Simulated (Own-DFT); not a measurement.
# Which defects push the lattice out? zincblende InP

The numbers are computed, not measured, by runs of the plane-wave DFT program Own-DFT (in-house, retired, unreviewed) at fixed positions, with no spin and no spin-orbit coupling.

Method: PBE; PseudoDojo norm-conserving scalar-relativistic files; cutoff 36 hartree; 3 x 3 x 3 k mesh centred on Gamma; Fermi-Dirac smearing of 0.1 eV.

Caveats (not all hold for every row): not probed for a lower state with spin; forces on such cells moved up to 12 meV/angstrom on a denser k mesh; stress not checked against mesh or cutoff.

All runs share one cell, with vectors in Å (11.737, 0.000, 0.000); (0.000, 11.737, 0.000); (0.000, 0.000, 11.737) and a volume of 1617.0 Å³. u is the rms random offset of the atoms per axis. The defect's site can differ from row to row.

```
cell,formula,u (Å),P (GPa)
no defect,In32P32,0.0206,3.21
no defect,In32P32,0.0472,3.60
no defect,In32P32,0.0529,3.71
one In on a P site and one P on an In site,In32P32,0.0283,?
one In on a P site and one P on an In site,In32P32,0.0287,3.67
one In on a P site and one P on an In site,In32P32,0.0489,3.96
one In on a P site and one P on an In site,In32P32,0.0533,4.01
one In on a P site,In33P31,0.0272,4.11
one In on a P site,In33P31,0.0294,4.11
one In on a P site,In33P31,0.0297,4.12
two P vacancies,In32P30,0.0275,2.94
two P vacancies,In32P30,0.0280,2.95
two P vacancies,In32P30,0.0319,2.99
one P on an In site,In31P33,0.0306,3.12
one P on an In site,In31P33,0.0466,3.33
one P on an In site,In31P33,0.0518,3.46
```

## Analysis

P = P0 + c u² + a shift for each defect gives P0 = 3.15 GPa, c = 194 ± 7 GPa/Å² and a scatter of 0.02 GPa. The shifts, and each times the cell's volume:

- one In on a P site: 0.80 ± 0.02 GPa, 8.1 eV
- one In on a P site and one P on an In site: 0.33 ± 0.02 GPa, 3.4 eV
- one P on an In site: -0.23 ± 0.02 GPa, -2.3 eV
- two P vacancies: -0.36 ± 0.02 GPa, -3.6 eV (-1.8 eV for each of its 2 sites)

Positive is outwards. The product with the volume (160.2 GPa Å³ to the eV) is nearly free of the cell's size; divided by the bulk modulus at the cell's pressure it gives the volume that the defect adds. The atoms around the defects weren't relaxed, which would change these numbers.

## Test on the hidden row

Q: what pressure belongs in the blank (one In on a P site and one P on an In site, u = 0.0283 Å)?

The fitted form gives 3.64 ± 0.02 GPa. The run itself gave 3.60 GPa.
